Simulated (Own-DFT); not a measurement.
GaP (zincblende, atoms displaced) (calculated)

A calculation, not a measurement: plane-wave PBE density functional theory by an unreviewed code, no spin, of a simulated periodic cell, stress positive in tension, free energy of the whole cell less one offset for each atom, forces on such cells passed a denser k mesh, this cell's mesh not checked; offsets are fitted by least squares, one for each functional and potential file, so energies compare only between cells with the same atoms and settings and are not formation energies; the far tail of each file's local potential was reset to the Coulomb form; each entry is a single point on an unrelaxed cell, so the pressure reflects the starting lattice, mostly measured values (interpolated for alloys), from which strain is counted, and rises with the displacements; printed positions are rounded, which can move forces by about a meV/angstrom; the program, named Own-DFT, is a retired in-house code; no spin-orbit coupling. Program: Own-DFT development build.

Common to all runs: functional PBE; potential files PseudoDojo norm-conserving, scalar-relativistic, standard set; wave cutoff 42 hartree; occupations Fermi-Dirac; smearing width 0.1 eV; k mesh 2 x 3 x 3 centred on Gamma.

(1) GaP (zincblende, atoms displaced)

```
GaP
1.0
     16.3515     0.0000     0.0000
      0.0000    10.9010     0.0000
      0.0000     0.0000    10.9010
Ga P Ga P Ga P Ga P Ga P Ga P Ga P Ga P Ga P Ga P Ga P Ga P
4 4 4 4 4 4 4 4 4 4 4 4 4 4 4 4 4 4 4 4 4 4 4 4
Direct
  0.99634 0.00136 0.98967
  0.00703 0.24678 0.25063
  0.16167 0.00283 0.23591
  0.16556 0.24157 0.02019
  0.10107 0.11674 0.12051
  0.09178 0.36653 0.35439
  0.24491 0.13204 0.36210
  0.25330 0.38736 0.13496
  0.98151 0.00675 0.49617
  0.01026 0.23035 0.74257
  0.17904 0.00083 0.73896
  0.16516 0.24878 0.50361
  0.09055 0.14058 0.61864
  0.07868 0.34431 0.86531
  0.25134 0.11639 0.89247
  0.26363 0.36199 0.64474
  0.01328 0.50912 0.99695
  0.00404 0.74526 0.25263
  0.16802 0.51226 0.24489
  0.15591 0.75241 0.00438
  0.08292 0.62895 0.13239
  0.10220 0.89284 0.37543
  0.25873 0.61992 0.41313
  0.26152 0.89039 0.13058
  0.99363 0.49468 0.48317
  0.00700 0.75177 0.74000
  0.17397 0.48445 0.77297
  0.17568 0.75296 0.50352
  0.07737 0.64501 0.62869
  0.07610 0.87372 0.87805
  0.23239 0.62619 0.86887
  0.25634 0.84920 0.62403
  0.30867 0.01729 0.99840
  0.33694 0.24198 0.28962
  0.49253 0.00553 0.25449
  0.49213 0.27612 0.99026
  0.41681 0.13772 0.13594
  0.41693 0.36785 0.41650
  0.57026 0.10463 0.38133
  0.57959 0.34291 0.13084
  0.33213 0.00340 0.49681
  0.34829 0.21919 0.74301
  0.52713 0.00187 0.73584
  0.50140 0.24345 0.50660
  0.40986 0.09922 0.63074
  0.40938 0.37109 0.88929
  0.57518 0.11399 0.87338
  0.57514 0.40005 0.63704
  0.34693 0.48345 0.01326
  0.32810 0.76248 0.26115
  0.50356 0.51153 0.26042
  0.49871 0.72874 0.99870
  0.42081 0.63147 0.10949
  0.41610 0.86716 0.36639
  0.58061 0.63714 0.38099
  0.57439 0.87366 0.11493
  0.33564 0.50436 0.47213
  0.33933 0.77786 0.75677
  0.50866 0.51494 0.76340
  0.49037 0.74698 0.50201
  0.40960 0.62460 0.62080
  0.41013 0.86364 0.85391
  0.58260 0.61489 0.87239
  0.56658 0.85987 0.62425
  0.67922 0.99493 0.99660
  0.65973 0.24271 0.25619
  0.84774 0.99956 0.24345
  0.84400 0.23933 0.00985
  0.75323 0.13129 0.11826
  0.75189 0.36221 0.36583
  0.89978 0.13520 0.36322
  0.92730 0.36440 0.10857
  0.65481 0.99637 0.49451
  0.67544 0.24981 0.73370
  0.84200 0.02047 0.74763
  0.83364 0.24656 0.49077
  0.73486 0.10596 0.63285
  0.74846 0.34554 0.86807
  0.91308 0.10408 0.88141
  0.91319 0.40915 0.62168
  0.67073 0.48534 0.98892
  0.66201 0.74747 0.25107
  0.81975 0.49173 0.26121
  0.83439 0.75736 0.00177
  0.74931 0.61208 0.13200
  0.75265 0.88117 0.35623
  0.91682 0.63999 0.37522
  0.91274 0.84497 0.10083
  0.66371 0.48792 0.48303
  0.67972 0.74470 0.75726
  0.83529 0.48527 0.77760
  0.83014 0.77343 0.50185
  0.75788 0.62731 0.62982
  0.74714 0.87341 0.86313
  0.92337 0.64512 0.87275
  0.91529 0.88152 0.60718
```

* free energy of cell above offsets: -17.258 eV
* pressure: 8.13 GPa
* stress xx: -7.97 GPa
* stress yy: -8.08 GPa
* stress zz: -8.34 GPa
* stress yz: -1.35 GPa
* stress xz: -2.2 GPa
* stress xy: -0.23 GPa

Force:
```tsv
element	x (eV/Å)	y (eV/Å)	z (eV/Å)
Ga	1.659	-1.733	2.045
Ga	-0.847	-0.823	-1.249
Ga	3.448	-1.867	1.833
Ga	2.41	3.68	-2.866
P	-6.595	-0.127	-0.297
P	-0.322	1.358	2.154
P	-1.862	-2.317	2.532
P	0.151	-1.51	0.364
Ga	2.922	1.759	-1.57
Ga	-3.591	0.834	0.25
Ga	-0.899	-0.68	0.48
Ga	2.507	2.163	-1.281
P	-1.055	-4.236	-0.171
P	1.698	2.744	2.74
P	-5.318	6.972	-7.96
P	-1.067	0.637	-1.419
Ga	-1.111	-1.107	-1.151
Ga	-0.163	1.446	0.329
Ga	1.044	-0.069	1.094
Ga	1.564	0.397	-0.241
P	0.39	-0.122	-0.158
P	-2.857	-1.649	0.953
P	-5.801	4.796	-6.26
P	-2.513	-2.337	0.385
Ga	1.79	1.302	-0.336
Ga	-2.488	2.437	1.562
Ga	-1.472	-1.864	-2.103
Ga	-2.865	-0.5	-0.031
P	2.865	-4.043	-3.29
P	1.308	0.935	-1.087
P	2.901	1.93	2.167
P	-0.278	4.098	-0.264
Ga	8.412	-5.791	5.833
Ga	2.134	2.325	-2.706
Ga	-0.664	-1.496	-2.233
Ga	2.329	-4.233	2.194
P	-1.044	0.038	-0.873
P	1.023	-0.22	-3.781
P	1.445	2.775	0.106
P	0.131	3.488	-0.416
Ga	-1.353	-1.417	-1.252
Ga	-2.57	2.937	3.005
Ga	-3.666	0.152	0.314
Ga	0.495	-0.563	2.177
P	3.995	-0.873	-1.416
P	-0.347	0.583	-5.656
P	1.986	2.705	2.042
P	2.21	-3.466	-2.169
Ga	-2.839	2.441	0.797
Ga	-0.3	-2.042	-0.982
Ga	-0.737	-1.424	-0.981
Ga	1.663	3.295	-2.615
P	-2.668	-2.089	4.198
P	0.588	1.489	1.563
P	0.758	-0.761	0.284
P	1.154	0.287	0.532
Ga	3.879	-4.131	5.978
Ga	-5.93	-8.039	-5.206
Ga	-5.209	-1.523	-2.138
Ga	-0.807	-0.492	-0.34
P	0.161	-0.466	1.18
P	7.895	6.467	8.126
P	3.72	2.739	2.811
P	3.964	-1.286	-0.964
Ga	-1.966	0.308	0.319
Ga	0.654	-1.674	0.208
Ga	-1.856	-1.818	-2.366
Ga	-0.782	0.363	-1.38
P	-0.457	-1.259	1.417
P	-2.184	-0.947	1.583
P	3.909	-0.235	-0.072
P	0.101	1.664	1.671
Ga	1.029	-2.169	0.617
Ga	-3.544	0.551	0.189
Ga	-2.322	-2.974	-2.395
Ga	-1.199	1.357	3.248
P	2.209	0.052	-1.95
P	1.664	1.421	2.059
P	0.987	3.779	-0.145
P	-0.093	-3.752	0.194
Ga	-0.44	-0.408	1.189
Ga	0.116	0.64	-1.159
Ga	3.287	1.578	-1.567
Ga	-5.449	-4.17	-4.093
P	-0.698	0.858	-1.601
P	-0.861	0.193	0.957
P	-1.275	-1.1	0.084
P	5.76	5.805	5.806
Ga	0.166	1.209	1.391
Ga	-2.635	-1.368	-1.78
Ga	0.026	1.822	-0.533
Ga	-1.28	-2.031	-1.118
P	-0.196	-0.91	-0.72
P	2.439	1.309	1.286
P	-0.667	-1.999	0.461
P	0.191	-0.012	3.633
```

(2) GaP (zincblende, atoms displaced)

```
GaP
1.0
     16.3515     0.0000     0.0000
      0.0000    10.9010     0.0000
      0.0000     0.0000    10.9010
Ga P Ga P Ga P Ga P Ga P Ga P Ga P Ga P Ga P Ga P Ga P Ga P
4 4 4 4 4 4 4 4 4 4 4 4 4 4 4 4 4 4 4 4 4 4 4 4
Direct
  0.99329 0.01119 0.99199
  0.00515 0.21504 0.22580
  0.17264 0.99912 0.23626
  0.16675 0.24902 0.01616
  0.09029 0.10141 0.13063
  0.09104 0.35766 0.38325
  0.25121 0.11204 0.38828
  0.25895 0.35622 0.12821
  0.00103 0.01343 0.49413
  0.00105 0.24018 0.75560
  0.17072 0.99217 0.75209
  0.16458 0.22722 0.52297
  0.07891 0.14505 0.62509
  0.10104 0.37231 0.88070
  0.24685 0.12993 0.88904
  0.23145 0.38039 0.63704
  0.99716 0.50125 0.98978
  0.00658 0.76413 0.23937
  0.15424 0.52659 0.24858
  0.15898 0.74911 0.98292
  0.07339 0.64327 0.11315
  0.08644 0.85991 0.37776
  0.25327 0.62862 0.38432
  0.27243 0.87591 0.11076
  0.01673 0.50013 0.50084
  0.03174 0.75560 0.73752
  0.15192 0.48767 0.75639
  0.16232 0.76622 0.49010
  0.08156 0.61406 0.60671
  0.08159 0.85592 0.86217
  0.25316 0.62389 0.85062
  0.24425 0.88089 0.63099
  0.33514 0.99630 0.01715
  0.33386 0.27336 0.24468
  0.50066 0.98902 0.26312
  0.49894 0.28348 0.00799
  0.43322 0.14305 0.13601
  0.42630 0.36648 0.38739
  0.57103 0.10344 0.39131
  0.58910 0.37801 0.13657
  0.33172 0.99208 0.50450
  0.33544 0.25570 0.73247
  0.49032 0.02444 0.73118
  0.50115 0.23628 0.50341
  0.41070 0.11953 0.62947
  0.41984 0.38130 0.87613
  0.57748 0.13491 0.88459
  0.57297 0.36724 0.60111
  0.31867 0.50046 0.00505
  0.33872 0.74425 0.25688
  0.50828 0.49732 0.25136
  0.48785 0.76644 0.97500
  0.41829 0.62760 0.13356
  0.41175 0.86749 0.38961
  0.58321 0.62469 0.37132
  0.57494 0.88911 0.13452
  0.33319 0.50887 0.50130
  0.34343 0.75885 0.74686
  0.50400 0.51696 0.76552
  0.48677 0.75388 0.52345
  0.40224 0.63213 0.60786
  0.41750 0.88305 0.86994
  0.59766 0.61924 0.88900
  0.58500 0.89816 0.61358
  0.66502 0.99094 0.01709
  0.66357 0.27417 0.27752
  0.84096 0.99514 0.25664
  0.84501 0.23912 0.99789
  0.76417 0.14911 0.12014
  0.73892 0.34304 0.37550
  0.92890 0.12422 0.35947
  0.88871 0.38974 0.09848
  0.66190 0.99714 0.51279
  0.68229 0.24820 0.76747
  0.82929 0.97715 0.74674
  0.83383 0.24277 0.49994
  0.75044 0.13477 0.60915
  0.76407 0.38506 0.88951
  0.90309 0.10537 0.87274
  0.91626 0.38847 0.64641
  0.66641 0.49974 0.98818
  0.66858 0.73897 0.23286
  0.83096 0.51795 0.25705
  0.83205 0.73468 0.00746
  0.73383 0.60349 0.10221
  0.73873 0.86370 0.35130
  0.91838 0.61935 0.36335
  0.89967 0.86839 0.14205
  0.65803 0.50722 0.48171
  0.66507 0.76591 0.73649
  0.81490 0.50586 0.77774
  0.82019 0.76091 0.49931
  0.74036 0.61546 0.62405
  0.73580 0.88342 0.87919
  0.90657 0.63039 0.87032
  0.89537 0.89018 0.60845
```

* free energy of cell above offsets: -16.835 eV
* pressure: 8.05 GPa
* stress xx: -7.65 GPa
* stress yy: -7.64 GPa
* stress zz: -8.87 GPa
* stress yz: -0.19 GPa
* stress xz: -1.48 GPa
* stress xy: -0.94 GPa

Force:
```tsv
element	x (eV/Å)	y (eV/Å)	z (eV/Å)
Ga	0.342	-2.225	0.996
Ga	-0.842	4.209	0.773
Ga	2.79	-2.47	2.622
Ga	0.409	-0.808	-0.014
P	-0.958	0.946	-3.722
P	-0.489	0.544	-1.576
P	-0.557	1.504	-1.461
P	-4.603	4.027	-2.455
Ga	0.195	-1.119	0.74
Ga	-1.68	1.596	1.235
Ga	-1.119	2.231	1.336
Ga	3.829	2.816	-3.643
P	-2.22	-5.013	2.271
P	-4.505	-2.224	2.98
P	0.97	-0.943	-1.173
P	3.181	-1.053	-1.995
Ga	-0.759	-0.459	-0.067
Ga	-2.244	-0.262	0.923
Ga	0.993	-1.677	0.808
Ga	3.09	-1.015	0.826
P	1.01	-1.542	-0.576
P	-2.505	4.114	-2.582
P	-1.522	0.591	-1.415
P	-5.544	-4.774	4.063
Ga	-4.667	-3.848	-3.136
Ga	-5.868	-4.167	-4.842
Ga	1.898	4.046	-2.125
Ga	3.401	-3.144	3.126
P	3.511	3.433	3.207
P	1.565	6.637	4.453
P	-1.139	-0.086	1.479
P	1.143	-1.546	-1.062
Ga	3.834	5.804	-3.552
Ga	3.999	-3.766	4.37
Ga	-2.005	0.91	0.376
Ga	0.908	-1.94	-0.05
P	-1.808	-1.19	-0.012
P	-1.822	1.461	-1.024
P	2.152	1.419	-0.839
P	0.312	0.241	-1.223
Ga	-0.143	0.039	0.297
Ga	-1.208	0.873	2.082
Ga	4.376	-2.649	4.159
Ga	-1.366	-0.942	-0.064
P	-2.864	2.391	-3.569
P	-1.719	0.991	-0.743
P	0.679	-0.143	-0.358
P	2.178	2.475	3.217
Ga	1.605	0.552	-0.686
Ga	-0.478	0.27	-0.006
Ga	-1.362	0.339	0.374
Ga	3.156	-2.963	3.727
P	0.139	-0.672	-1.532
P	0.551	0.539	-1.176
P	-1.162	2.451	-0.411
P	0.774	-2.978	-1.609
Ga	-1.32	-3.631	-1.079
Ga	-1.672	-0.073	-0.163
Ga	-0.218	-1.186	-1.638
Ga	3.037	0.974	-1.992
P	1.84	-0.173	3.998
P	-1.375	2.704	-2.131
P	-3.764	4.247	-3.37
P	-4.461	-4.152	4.016
Ga	-0.019	2.887	-0.003
Ga	-8.548	-7.469	-8.227
Ga	-2.628	2.188	0.919
Ga	-0.453	-0.231	-1.742
P	-3.188	-2.946	2.504
P	9.824	8.03	7.813
P	-2.314	-0.022	1.6
P	4.034	1.474	2.278
Ga	3.816	2.61	-4.138
Ga	-1.545	0.313	-0.738
Ga	-2.495	2.006	1.411
Ga	2.245	1.489	-0.586
P	-0.695	-2.052	2.495
P	-3.586	-4.85	2.115
P	1.764	1.067	-1.489
P	-0.143	-0.578	-0.959
Ga	-0.76	-5.707	0.246
Ga	-1.934	-0.34	-0.664
Ga	-2.118	-2.153	-1.416
Ga	-1.199	0.91	-0.102
P	4.142	3.745	4.471
P	1.147	1.912	2.109
P	1.514	1.592	1.966
P	2.959	-1.211	-2.881
Ga	1.012	-2.369	1.677
Ga	-0.25	-0.909	0.535
Ga	2.939	3.159	-4.945
Ga	-0.281	-1.903	-1.152
P	0.368	0.831	-0.185
P	1.709	-1.515	-0.306
P	2.465	0.685	-0.751
P	4.318	-1.182	-1.242
```
